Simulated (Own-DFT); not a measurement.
# Response to strain: wurtzite AlGaN with randomly placed atoms, 72 atoms (Al9Ga27N36)

Calculated results; nothing here was measured. They come from Own-DFT, an in-house plane-wave density functional program, since retired, whose code no person has reviewed. Each row is one single-point run on a periodic cell that was not relaxed, without spin or spin-orbit coupling.

Settings of every run: PBE; PseudoDojo norm-conserving scalar-relativistic files (stringent for Ga); cutoff 96 hartree; 4 x 4 x 3 k mesh centred on Gamma; Gaussian smearing of 0.01 eV.

Known limits: forces on such cells passed a denser k mesh, each cell not checked; stress not checked against mesh or cutoff.

Unstrained cell vectors in Å: (9.509, 0.000, 0.000); (-4.755, 8.235, 0.000); (0.000, 0.000, 10.268). The unstrained cell has measured lattice constants (interpolated for alloys), not those of this functional. That, the random moves and any unrelaxed bonds set the pressure at no strain. Each run strains this cell uniformly, with the atoms carried along. Every atom was also moved at random, by a Gaussian of width 0.05 Å on each axis. The random placing of the alloy's atoms differs from row to row. Strain is the symmetric tensor, in per cent. Stress is positive in tension, and the pressure is minus a third of its trace.

```
run  e_xx (%)  e_yy (%)  e_zz (%)  s_xx (GPa)  s_yy (GPa)  s_zz (GPa)  P (GPa)  E (meV/atom)
  1     -1.50     -1.50      0.00      -13.65      -17.43       -9.04    13.37          19.7
  2     -0.75     -0.75      0.00      -12.08       -8.93       -9.48    10.16          12.4
  3      1.00      1.00      0.00       -2.73       -1.76       -4.84     3.11           5.8
  4     -1.75     -1.75      0.00      -16.78      -19.32       -8.76    14.95          35.2
  5      0.25      0.25      0.00       -6.00       -7.11       -7.15     6.75          17.9
  6     -1.25     -1.25      0.00      -15.69      -14.57       -8.13    12.79          34.4
  7      2.25      2.25      0.00        4.90        3.08       -4.29    -1.23           0.0
  8      2.00      2.00      0.00        2.83        2.32       -5.65     0.17          11.3
  9      0.50      0.50      0.00           ?           ?           ?        ?             ?
```

E is the free energy for each atom above the lowest run shown.

## Worked fit

The change of volume is close to e_xx + e_yy + e_zz. A straight line through the runs shown gives P = 7.68 - 197 x (fractional change of volume) GPa, with an error of 5 on the slope and a scatter of 0.42 GPa. The strain isn't the same on all axes and the cell isn't cubic, so the slope belongs to this path and is not the bulk modulus.

## Withheld run

Question: what pressure should run 9 give? Its volume changes by 1.00 %.

The line gives 5.7 GPa. The calculation gave 5.50 GPa.
